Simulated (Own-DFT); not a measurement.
# Strain and stress in hcp Ru, 36 atoms (Ru36)

All numbers below are calculated, not measured. The program, named Own-DFT, is a retired in-house plane-wave density functional code that no person has reviewed. Each row is one single-point run on a periodic cell that was not relaxed, without spin or spin-orbit coupling.

Settings of every run: PBE; PseudoDojo norm-conserving scalar-relativistic files; cutoff 50 hartree; 5 x 5 x 4 k mesh centred on Gamma; cold (Marzari-Vanderbilt) smearing of 0.2 eV.

Known limits: forces on such cells failed a check on a denser k mesh; stress not checked against mesh or cutoff.

Unstrained cell vectors in Å: (8.118, 0.000, 0.000); (-4.059, 7.030, 0.000); (0.000, 0.000, 8.563). The unstrained cell has measured lattice constants (interpolated for alloys), not those of this functional. That, the random moves and any unrelaxed bonds set the pressure at no strain. Each run strains this cell uniformly, with the atoms carried along. Every atom was also moved at random, by a Gaussian of width 0.05 Å on each axis. Strain is the symmetric tensor, in per cent. Stress is positive in tension, and the pressure is minus a third of its trace.

```
run  e_xx (%)  e_yy (%)  e_zz (%)  e_yz (%)  e_xz (%)  e_xy (%)  s_xx (GPa)  s_yy (GPa)  s_zz (GPa)  s_yz (GPa)  s_xz (GPa)  s_xy (GPa)  P (GPa)  E (meV/atom)
  1      1.34      0.52     -0.05      0.25     -0.41      1.76        1.01       -2.32       -4.11        1.15       -1.17        6.37     1.81           7.2
  2     -1.38     -0.66      1.31     -1.99      0.35     -0.20      -15.36      -13.40       -4.84       -7.18        1.95       -0.58    11.20          50.0
  3      0.58      0.79      0.81      0.64     -1.29     -0.72       -1.07       -0.70       -0.59        2.60       -4.58       -2.47     0.79          15.7
  4     -1.76     -0.42     -1.89     -1.71     -1.95     -0.43      -25.52      -17.89      -27.56       -7.47       -8.86       -2.59    23.66          80.2
  5      0.36      0.42      0.85      1.37      1.52     -1.51       -2.93       -3.10       -1.15        5.20        5.02       -5.63     2.39          15.6
  6      1.03     -0.26      1.11      0.39      0.51     -1.12        0.62       -4.93        1.45        1.27        2.01       -4.59     0.95           0.0
  7      1.28      1.80      0.52      0.43     -1.29      1.39        3.73        5.58        1.30        1.47       -4.58        4.83    -3.53          12.2
  8     -1.20      1.82      0.46      1.96      0.49     -1.64      -11.21        0.97       -3.73        6.69        1.80       -6.15     4.65          28.7
  9      1.37     -0.75      1.57      1.68      1.09      0.24        1.55       -6.10        3.12        5.91        3.78        0.26     0.48          14.4
 10      0.41      0.52      0.33     -1.72      1.84     -0.85       -3.24       -3.47       -5.00       -6.29        6.87       -2.76     3.90          22.4
 11      1.81     -1.17     -0.04     -0.88     -0.13     -0.71       -0.03      -11.68       -7.68       -3.40       -1.01       -2.26     6.46          30.0
 12      0.42      1.13     -1.53     -1.40     -0.13     -0.22       -5.57       -4.26      -15.60       -5.98       -0.45       -1.50     8.48          28.8
 13     -1.46     -1.98      0.72     -1.89      0.07     -0.09      -19.17      -22.86       -9.98       -7.63        0.58        0.00    17.34          43.7
 14     -0.70     -0.50     -1.69     -1.86      1.12      1.81      -17.41      -17.59      -24.09       -7.96        4.93        8.50    19.70          79.3
 15      0.18     -0.07     -1.19     -0.13     -1.09     -1.64       -8.93      -11.20      -15.26       -0.48       -4.50       -6.86    11.80          28.8
 16      0.53      1.88     -1.41     -0.54      0.34     -1.39           ?           ?           ?           ?           ?           ?        ?             ?
```

E is the free energy for each atom above the lowest run shown.

## Worked fit

Each stress component was fitted by least squares to a constant and the strains of the runs shown, as fractions, with shears doubled. Shear strains stay in the fit of a normal stress only where such slopes are resolved. The slopes, in GPa:

```
stress  at no strain  per e_xx  per e_yy  per e_zz  scatter
  s_xx          -8.2  624 ± 19  206 ± 20  219 ± 19     0.78
  s_yy          -8.5  227 ± 15  606 ± 16  213 ± 15     0.61
  s_zz          -8.7  228 ± 22  213 ± 23  696 ± 22     0.89
```

Each shear stress against twice its own strain: yz 180 ± 5, xz 193 ± 7, xy 197 ± 8 GPa. These are stiffnesses along x, y and z of the frame in which the cell vectors are given, which need not be the crystal's axes. The atoms are held to the strained lattice; where symmetry lets them move under strain, relaxing them would lower some slopes. The table should be nearly symmetric about its diagonal, and what it lacks of that shows the noise. A ninth of its sum, 359 ± 7 GPa, estimates the bulk modulus near the mean pressure of these runs, 7.3 GPa, so it lies above the value at zero pressure.

## Withheld run

Question: what normal stresses and pressure should run 16 give?

The fit gives s_xx = -4.1, s_yy = 1.0, s_zz = -13.3 and P = 5.5 GPa. The calculation gave -3.74, 0.24, -12.69 and P = 5.40 GPa.
